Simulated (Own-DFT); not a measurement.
Simulation results for GaN (wurtzite, strained, atoms displaced)

Computed with Own-DFT development build. A calculation, not a measurement: plane-wave PBE density functional theory by an unreviewed code, no spin, of a simulated periodic cell, stress positive in tension, free energy of the whole cell less one offset for each atom, forces on such cells passed a denser k mesh, this cell's mesh not checked; offsets are fitted by least squares, one for each functional and potential file, so energies compare only between cells with the same atoms and settings and are not formation energies; the far tail of each file's local potential was reset to the Coulomb form; each entry is a single point on an unrelaxed cell, so the pressure reflects the starting lattice, mostly measured values (interpolated for alloys), from which strain is counted, and rises with the displacements; printed positions are rounded, which can move forces by about a meV/angstrom; the program, named Own-DFT, is a retired in-house code; no spin-orbit coupling.

Common to all runs: functional PBE; potential files PseudoDojo norm-conserving, scalar-relativistic, standard set with the stringent files for Ga; wave cutoff 96 hartree; occupations Gaussian; smearing width 0.01 eV; k mesh 3 x 4 x 3 centred on Gamma.

(1) GaN (wurtzite, strained, atoms displaced)

```
cell vectors (Å)
  12.7560     0.0000     0.0000
  -4.7835     8.2853     0.0621
   0.0000     0.0778    10.3700
atoms (fractions of the cell vectors)
Ga  0.07470  0.21636  0.00384
Ga  0.17075  0.11266  0.25418
N   0.08420  0.22602  0.18165
N   0.17161  0.10966  0.43197
Ga  0.08286  0.22849  0.49816
Ga  0.16515  0.11289  0.74380
N   0.08087  0.21562  0.69037
N   0.16127  0.10984  0.93900
Ga  0.07728  0.56018  0.00711
Ga  0.17110  0.44484  0.25296
N   0.08437  0.56065  0.18402
N   0.16227  0.43903  0.43280
Ga  0.08135  0.55408  0.49189
Ga  0.16207  0.43676  0.75040
N   0.07600  0.53769  0.68631
N   0.17083  0.44520  0.94435
Ga  0.07516  0.88633  0.99826
Ga  0.17080  0.78752  0.24798
N   0.08195  0.89000  0.19149
N   0.16928  0.77501  0.42957
Ga  0.08178  0.89120  0.50341
Ga  0.16623  0.77101  0.74469
N   0.08614  0.89323  0.69384
N   0.16685  0.78028  0.93350
Ga  0.33274  0.22468  0.00241
Ga  0.41372  0.10490  0.24805
N   0.33189  0.22411  0.19203
N   0.43099  0.11901  0.43806
Ga  0.33906  0.22689  0.50359
Ga  0.41199  0.10758  0.74905
N   0.32541  0.22386  0.68434
N   0.41566  0.10660  0.93833
Ga  0.33103  0.54225  0.00092
Ga  0.42759  0.44931  0.25094
N   0.33270  0.55007  0.19796
N   0.41269  0.44526  0.43707
Ga  0.33614  0.55274  0.50478
Ga  0.42063  0.44523  0.74982
N   0.33405  0.55549  0.69253
N   0.42456  0.45720  0.94268
Ga  0.33296  0.88886  0.00123
Ga  0.42175  0.78177  0.25434
N   0.32703  0.87831  0.19306
N   0.41762  0.77865  0.44525
Ga  0.33491  0.88779  0.49865
Ga  0.41886  0.77519  0.74730
N   0.33213  0.88097  0.69106
N   0.41642  0.78077  0.93934
Ga  0.59374  0.22968  0.00535
Ga  0.66799  0.11727  0.24653
N   0.58328  0.22594  0.18296
N   0.67175  0.12708  0.44307
Ga  0.58282  0.21942  0.49503
Ga  0.66401  0.09986  0.75260
N   0.58386  0.22898  0.68256
N   0.66643  0.11440  0.93626
Ga  0.57804  0.55425  0.99662
Ga  0.66119  0.43682  0.25636
N   0.58646  0.55572  0.19547
N   0.67411  0.45586  0.43392
Ga  0.58042  0.55152  0.50196
Ga  0.66214  0.43180  0.74581
N   0.58040  0.55424  0.69299
N   0.66357  0.44683  0.94229
Ga  0.57903  0.87872  0.99712
Ga  0.66419  0.77176  0.24724
N   0.58518  0.88611  0.18779
N   0.66941  0.77450  0.44082
Ga  0.58042  0.88272  0.50274
Ga  0.66157  0.77408  0.74819
N   0.58034  0.89122  0.68552
N   0.65886  0.76560  0.94610
Ga  0.84517  0.23201  0.99500
Ga  0.90920  0.10771  0.24625
N   0.83313  0.21758  0.18572
N   0.90943  0.11175  0.44448
Ga  0.83148  0.22300  0.50379
Ga  0.92218  0.11935  0.74584
N   0.82585  0.21683  0.68329
N   0.91006  0.11405  0.94529
Ga  0.83203  0.55788  0.99723
Ga  0.91804  0.44773  0.24166
N   0.82921  0.54568  0.19002
N   0.92409  0.44652  0.43282
Ga  0.84051  0.55766  0.49739
Ga  0.91707  0.43622  0.74562
N   0.82846  0.54365  0.69252
N   0.91255  0.43749  0.93421
Ga  0.83709  0.90361  0.00173
Ga  0.91303  0.78044  0.24922
N   0.83842  0.88873  0.18417
N   0.91570  0.78044  0.43906
Ga  0.83274  0.88720  0.50099
Ga  0.92443  0.78579  0.74464
N   0.83013  0.88670  0.69189
N   0.92141  0.77544  0.93473
```

* free energy of cell above offsets: -4.918 eV
* pressure: 7.12 GPa
* stress xx: -8.35 GPa
* stress yy: -6.44 GPa
* stress zz: -6.57 GPa
* stress yz: 1.49 GPa
* stress xz: 0.21 GPa
* stress xy: -0.82 GPa

Force:
```tsv
element	x (eV/Å)	y (eV/Å)	z (eV/Å)
Ga	1.334	1.021	-0.955
Ga	-1.398	-0.152	-1.639
N	-0.214	-0.672	2.324
N	-0.62	0.497	2.358
Ga	0.154	-1.622	-0.273
Ga	0.354	-0.388	1.938
N	-0.018	1.112	-1.108
N	0.382	0.493	-0.485
Ga	1.331	-0.01	-2.096
Ga	-1.105	-0.346	-1.47
N	0.411	-0.093	1.607
N	0.787	1.18	1.48
Ga	1.013	0.282	0.651
Ga	0.846	0.704	1.099
N	0.616	1.807	-0.823
N	-1.665	-0.654	-1.025
Ga	2.156	0.797	0.652
Ga	-1.561	-1.684	-0.216
N	-0.135	0.134	-0.608
N	-0.513	0.769	2.018
Ga	0.76	-0.202	-0.883
Ga	-0.213	-0.45	0.858
N	0.797	-0.471	-1.545
N	-0.312	-0.277	0.497
Ga	0.078	-0.633	-0.393
Ga	0.07	0.446	-0.08
N	1.251	0.18	-0.45
N	-3.337	-1.648	-0.767
Ga	-0.158	-0.728	-1.419
Ga	0.47	0.184	0.202
N	1.652	0.234	0.878
N	-0.228	1.334	0.194
Ga	-1.027	2.017	1.031
Ga	-2.006	-0.852	0.141
N	1.015	1.133	-1.061
N	1.385	-0.152	0.478
Ga	-1.395	0.148	-0.351
Ga	-1.23	-0.501	0.671
N	-0.148	-0.685	-0.374
N	-1.263	-2.777	-1.351
Ga	-0.206	-0.545	-0.273
Ga	-0.341	-1.122	-0.276
N	1.832	1.694	-0.85
N	0.198	-0.473	-0.729
Ga	-0.518	0.351	0.335
Ga	-0.909	-0.13	1.249
N	-0.375	0.81	-1.011
N	0.086	-1.08	-0.229
Ga	-1.195	-0.674	-1.876
Ga	0.297	-0.635	0.623
N	-0.187	-0.965	1.662
N	0.594	-2.361	-1.555
Ga	1.218	2.379	1.375
Ga	-0.984	1.714	-0.109
N	-0.286	-2.623	0.208
N	1.056	-0.712	0.517
Ga	2.463	-0.378	1.808
Ga	0.825	0.808	-1.182
N	0.297	-0.092	-1.422
N	-0.448	-0.927	1.662
Ga	0.579	0.19	-0.145
Ga	-0.018	1.952	1.391
N	0.86	0.026	-0.923
N	0.469	-0.014	-0.908
Ga	-0.334	1.346	0.423
Ga	0.63	0.898	0.676
N	-0.414	0.75	0.248
N	-1.133	0.25	-0.346
Ga	0.887	1.297	-1.04
Ga	0.658	0.282	0.878
N	0.904	-0.844	0.406
N	1.047	2.634	-1.468
Ga	-3.293	-0.997	1.429
Ga	1.672	0.399	1.184
N	-0.842	1.029	-0.366
N	1.503	-0.332	-1.056
Ga	0.045	0.676	-1.132
Ga	-1.787	-1.635	0.567
N	1.091	-0.021	1.524
N	2.195	-0.357	-2.496
Ga	-0.181	-0.586	0.203
Ga	0.59	-0.674	0.892
N	-0.716	1.305	-0.608
N	-1.542	-0.518	-0.064
Ga	-0.513	-0.525	0.484
Ga	-1.554	0.003	0.523
N	0.603	1.59	-0.929
N	0.114	2.111	-0.06
Ga	0.001	-3.041	-0.813
Ga	1.622	-1.234	0.289
N	-1.75	0.202	0.516
N	0.619	0.121	0.082
Ga	-0.274	0.384	0.392
Ga	-1.514	-1.958	0.819
N	0.304	0.502	0.015
N	-2.262	0.274	-0.209
```

(2) GaN (wurtzite, strained, atoms displaced)

```
cell vectors (Å)
  12.7560     0.0957     0.0000
  -4.7214     8.2494     0.0000
   0.0000     0.0000    10.3700
atoms (fractions of the cell vectors)
Ga  0.09859  0.22395  0.99559
Ga  0.16589  0.11510  0.24453
N   0.08311  0.21790  0.19414
N   0.16028  0.10309  0.44099
Ga  0.08008  0.21857  0.50847
Ga  0.16792  0.10629  0.74368
N   0.08581  0.23328  0.68754
N   0.15838  0.09528  0.93971
Ga  0.08730  0.56056  0.00500
Ga  0.17048  0.45015  0.24814
N   0.07648  0.55948  0.18685
N   0.17234  0.45156  0.43211
Ga  0.07730  0.54317  0.50177
Ga  0.16760  0.46180  0.74780
N   0.07690  0.54886  0.68832
N   0.17084  0.43582  0.93550
Ga  0.07781  0.88030  0.99126
Ga  0.16516  0.78644  0.24994
N   0.08460  0.89192  0.19314
N   0.16883  0.76868  0.44084
Ga  0.07913  0.89432  0.49519
Ga  0.16100  0.77581  0.75167
N   0.08588  0.89684  0.68879
N   0.16089  0.77345  0.93984
Ga  0.33301  0.22031  0.99980
Ga  0.41439  0.11315  0.24004
N   0.33200  0.21517  0.18870
N   0.41591  0.11477  0.44182
Ga  0.33702  0.22075  0.49364
Ga  0.41516  0.11476  0.75050
N   0.32915  0.22485  0.68409
N   0.41457  0.10749  0.94793
Ga  0.33100  0.55048  0.99914
Ga  0.41486  0.43876  0.24761
N   0.32513  0.55456  0.18341
N   0.42028  0.44651  0.43642
Ga  0.33246  0.56186  0.50244
Ga  0.41819  0.44767  0.75054
N   0.33066  0.56439  0.68857
N   0.42175  0.44402  0.93881
Ga  0.33056  0.89251  0.00323
Ga  0.41651  0.77864  0.25394
N   0.34227  0.89439  0.18740
N   0.42399  0.78446  0.43458
Ga  0.32841  0.88422  0.49285
Ga  0.41406  0.76856  0.74719
N   0.33039  0.88765  0.69197
N   0.41369  0.77715  0.93789
Ga  0.57828  0.22273  0.99385
Ga  0.66744  0.11508  0.25074
N   0.58162  0.22381  0.18259
N   0.66710  0.11609  0.44236
Ga  0.58517  0.21859  0.49960
Ga  0.66652  0.11583  0.75030
N   0.58141  0.21891  0.68125
N   0.67193  0.11100  0.93461
Ga  0.57997  0.55866  0.99720
Ga  0.67173  0.44904  0.25076
N   0.58149  0.55393  0.18484
N   0.66659  0.44995  0.43934
Ga  0.58042  0.55634  0.49720
Ga  0.65948  0.43753  0.74935
N   0.57929  0.54771  0.69368
N   0.66790  0.44277  0.93622
Ga  0.57817  0.88451  0.00589
Ga  0.66233  0.77916  0.24572
N   0.58526  0.88420  0.18742
N   0.66692  0.78294  0.44135
Ga  0.57958  0.88463  0.50437
Ga  0.67588  0.77807  0.75238
N   0.58353  0.88900  0.69607
N   0.67412  0.78818  0.94326
Ga  0.82886  0.21897  0.00137
Ga  0.91386  0.11669  0.24358
N   0.83046  0.22476  0.17901
N   0.92208  0.11861  0.43269
Ga  0.83047  0.22092  0.50258
Ga  0.91264  0.11202  0.74158
N   0.83637  0.20711  0.68869
N   0.92466  0.11619  0.93843
Ga  0.83398  0.55194  0.99922
Ga  0.91891  0.44314  0.24399
N   0.82668  0.54654  0.18926
N   0.91707  0.43775  0.44207
Ga  0.83204  0.55332  0.48895
Ga  0.91447  0.44616  0.74604
N   0.83856  0.56464  0.68634
N   0.90866  0.44207  0.94784
Ga  0.83304  0.88270  0.00728
Ga  0.91592  0.78056  0.25699
N   0.83676  0.89140  0.18374
N   0.92010  0.77010  0.44235
Ga  0.83250  0.88733  0.50426
Ga  0.92257  0.78374  0.75500
N   0.83049  0.89001  0.68354
N   0.91453  0.76719  0.93046
```

* free energy of cell above offsets: -4.540 eV
* pressure: 7.17 GPa
* stress xx: -8.13 GPa
* stress yy: -6.6 GPa
* stress zz: -6.77 GPa
* stress yz: 0.2 GPa
* stress xz: -0.66 GPa
* stress xy: 1.79 GPa

Force:
```tsv
element	x (eV/Å)	y (eV/Å)	z (eV/Å)
Ga	-3.319	-0.735	0.97
Ga	0.468	-0.815	1.484
N	-0.946	1.608	-1.496
N	0.82	2.105	-0.904
Ga	0.521	0.915	-1.812
Ga	-1.155	1.948	0.841
N	0.296	-0.655	0.961
N	2.325	1.148	-1.132
Ga	-0.494	-1.851	-0.9
Ga	-1.497	-1.072	0.169
N	1.876	0.468	0.464
N	-0.184	-0.838	1.159
Ga	0.626	1.056	-0.598
Ga	1.23	-2.286	0.793
N	-0.674	1.475	-0.048
N	-1.108	1.703	-0.094
Ga	-0.628	-0.114	1.873
Ga	1.443	-0.977	0.643
N	-1.06	-0.162	-1.265
N	-1.747	0.218	-0.557
Ga	1.993	-1.506	1.048
Ga	0.828	0.209	-0.729
N	-0.233	-1.647	-0.663
N	1.277	0.293	-0.328
Ga	-0.66	-0.131	-0.159
Ga	1.931	-0.168	1.788
N	-1.571	1.228	-0.602
N	1.576	-1.143	-1.455
Ga	-2.022	0.475	0.737
Ga	0.049	-0.844	-0.275
N	0.972	0.423	0.519
N	-0.386	0.532	-1.894
Ga	0.271	0.976	-0.328
Ga	-0.251	0.811	0.019
N	2.018	0.542	0.484
N	-1.224	-0.171	-0.011
Ga	0.541	-0.521	-0.829
Ga	-0.959	-0.524	-0.265
N	0.95	-2.099	-0.618
N	-1.46	-0.653	-0.265
Ga	0.607	-1.469	-0.606
Ga	0.596	-0.384	-1.192
N	-1.569	-0.812	0.346
N	-0.992	-0.686	0.839
Ga	0.64	0.991	1.351
Ga	-0.1	3.111	1.221
N	-0.099	0.011	-0.466
N	0.118	-0.288	0.274
Ga	1.829	0.123	0.656
Ga	-0.343	-0.243	-0.238
N	0.247	0.001	0.715
N	0.864	-1.143	-0.981
Ga	-1.68	0.929	-0.654
Ga	0.841	-0.951	0.007
N	-0.299	0.217	1.405
N	-1.918	-0.528	0.56
Ga	1.847	0.451	0.237
Ga	-1.621	-1.071	-0.145
N	-0.159	0.121	0.431
N	0.263	-0.795	-0.258
Ga	0.543	0.431	0.699
Ga	1.671	0.705	-0.075
N	-0.202	1.385	-1.067
N	-0.846	0.271	0.022
Ga	0.186	0.755	-1.72
Ga	2.091	-0.836	1.023
N	-1.919	1.322	0.54
N	0.5	-0.478	-0.739
Ga	0.685	1.161	0.684
Ga	-1.85	-0.266	0.427
N	0.157	-0.471	-0.816
N	-0.71	-1.382	-0.614
Ga	1.476	0.034	-1.772
Ga	0.952	-0.32	0.335
N	0.038	-0.41	2.231
N	-0.814	-1.131	0.486
Ga	0.813	-0.511	-0.253
Ga	4.211	-1.28	3.096
N	-5.009	3.379	-1.269
N	-0.239	-0.654	-0.025
Ga	-1.663	0.248	0.487
Ga	-1.057	-0.3	0.939
N	1.156	1.867	-0.031
N	-0.752	0.222	-1.214
Ga	0.336	-0.582	1.857
Ga	-0.33	-0.998	1.22
N	-0.883	-1.016	-0.467
N	2.832	-0.254	-1.895
Ga	0.672	1.51	-2.148
Ga	0.374	-0.413	-0.974
N	-0.603	-0.408	2.188
N	-1.613	0.956	-0.671
Ga	0.071	0.42	-1.656
Ga	-0.822	-0.335	-2.167
N	1.581	-0.141	0.931
N	-0.542	0.711	2.182
```
